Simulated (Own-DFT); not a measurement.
# How strain changes the stress of wurtzite AlN, 128 atoms (Al64N64)

All numbers below are calculated, not measured. They come from Own-DFT, an in-house plane-wave density functional program, since retired, whose code no person has reviewed. Each row is one single-point run on a periodic cell that was not relaxed, without spin or spin-orbit coupling.

Settings of every run: PBE; PseudoDojo norm-conserving scalar-relativistic files; cutoff 42 hartree; 3 x 3 x 3 k mesh centred on Gamma; Gaussian smearing of 0.01 eV.

Known limits: k mesh not checked against a denser one; stress not checked against mesh or cutoff.

Unstrained cell vectors in Å: (12.448, 0.000, 0.000); (-6.224, 10.780, 0.000); (0.000, 0.000, 9.964). The unstrained cell has measured lattice constants (interpolated for alloys), not those of this functional. That, the random moves and any unrelaxed bonds set the pressure at no strain. Each run strains this cell uniformly, with the atoms carried along. Every atom was also moved at random, by a Gaussian of width 0.05 Å on each axis. Strain is the symmetric tensor, in per cent. Stress is positive in tension, and the pressure is minus a third of its trace.

```
run,e_xx (%),e_yy (%),e_zz (%),e_yz (%),e_xz (%),e_xy (%),s_xx (GPa),s_yy (GPa),s_zz (GPa),s_yz (GPa),s_xz (GPa),s_xy (GPa),P (GPa),E (meV/atom)
1,-0.50,1.24,0.24,1.67,1.87,-1.19,-5.91,-1.71,-4.31,4.37,4.22,-3.43,3.98,20.8
2,0.54,1.31,0.73,0.23,-1.90,0.05,-2.33,1.86,-0.73,0.06,-5.09,-0.13,0.40,0.0
3,-1.27,-1.99,-1.10,-1.19,0.12,1.63,-16.07,-17.62,-15.19,-3.58,-1.27,6.41,16.29,50.2
4,-0.04,0.22,-1.97,-1.79,-0.60,-1.84,-7.04,-6.70,-16.66,-5.06,-1.57,-8.29,10.13,37.9
5,-0.47,1.56,-0.63,0.23,-0.02,-1.30,-8.20,0.76,-7.02,0.22,0.34,-3.48,4.82,13.6
6,-1.52,-1.02,-0.40,-1.51,0.14,1.54,-12.91,-14.07,-9.94,-3.65,0.28,3.27,12.31,29.5
7,0.28,-1.66,0.82,1.49,-0.37,0.71,-4.73,-14.29,-4.01,3.38,-0.85,2.29,7.68,33.0
8,1.79,0.40,1.85,-0.38,1.16,-0.31,2.79,-0.95,4.02,-0.83,2.29,-1.93,-1.95,3.5
9,1.45,-0.06,-1.39,1.12,-0.08,-1.69,0.30,-6.71,-9.96,2.96,-0.41,-6.16,5.46,10.5
10,1.45,-1.37,-1.59,1.94,-0.92,-1.60,-1.74,-11.37,-14.91,5.11,-2.27,-6.55,9.34,34.6
11,0.31,-1.26,-0.21,0.62,1.06,-0.56,-6.73,-11.30,-6.06,1.99,3.19,-1.73,8.03,10.3
12,-1.76,-0.09,1.88,-0.75,-0.08,0.67,-12.68,-6.80,1.36,-1.90,0.10,2.30,6.04,16.2
13,-0.74,-1.87,1.11,1.48,-1.60,-1.18,-9.86,-15.62,-2.39,2.92,-3.24,-4.32,9.29,28.9
14,0.74,-1.05,0.57,-0.51,-1.98,-1.56,-2.35,-8.88,-4.08,-0.75,-5.04,-4.60,5.11,13.5
15,1.59,-1.24,-0.40,-0.97,-0.66,-1.10,-0.53,-10.84,-5.91,-2.36,-1.83,-3.38,5.76,13.7
16,-0.34,-1.50,1.99,1.96,1.64,0.98,?,?,?,?,?,?,?,?
```

E is the free energy for each atom above the lowest run shown.

## Worked fit

Each stress component was fitted by least squares to a constant and the strains of the runs shown, as fractions, with shears doubled. Shear strains stay in the fit of a normal stress only where such slopes are resolved. The slopes, in GPa:

| stress | at no strain | per e_xx | per e_yy | per e_zz | scatter |
|---|---|---|---|---|---|
| s_xx | -6.0 | 450 ± 23 | 87 ± 22 | 73 ± 23 | 1.00 |
| s_yy | -6.2 | 122 ± 19 | 479 ± 19 | 73 ± 19 | 0.83 |
| s_zz | -5.9 | 97 ± 28 | 95 ± 27 | 483 ± 27 | 1.19 |

Each shear stress against twice its own strain: yz 123 ± 5, xz 122 ± 7, xy 166 ± 20 GPa. These are stiffnesses along x, y and z of the frame in which the cell vectors are given, which need not be the crystal's axes. The atoms are held to the strained lattice; where symmetry lets them move under strain, relaxing them would lower some slopes. The table should be nearly symmetric about its diagonal, and what it lacks of that shows the noise. A ninth of its sum, 218 ± 6 GPa, estimates the bulk modulus near the mean pressure of these runs, 6.8 GPa, so it lies above the value at zero pressure.

## Withheld run

Question: what normal stresses and pressure should run 16 give?

The fit gives s_xx = -7.4, s_yy = -12.4, s_zz = 1.9 and P = 5.9 GPa. The calculation gave -8.76, -12.38, 1.60 and P = 6.51 GPa.
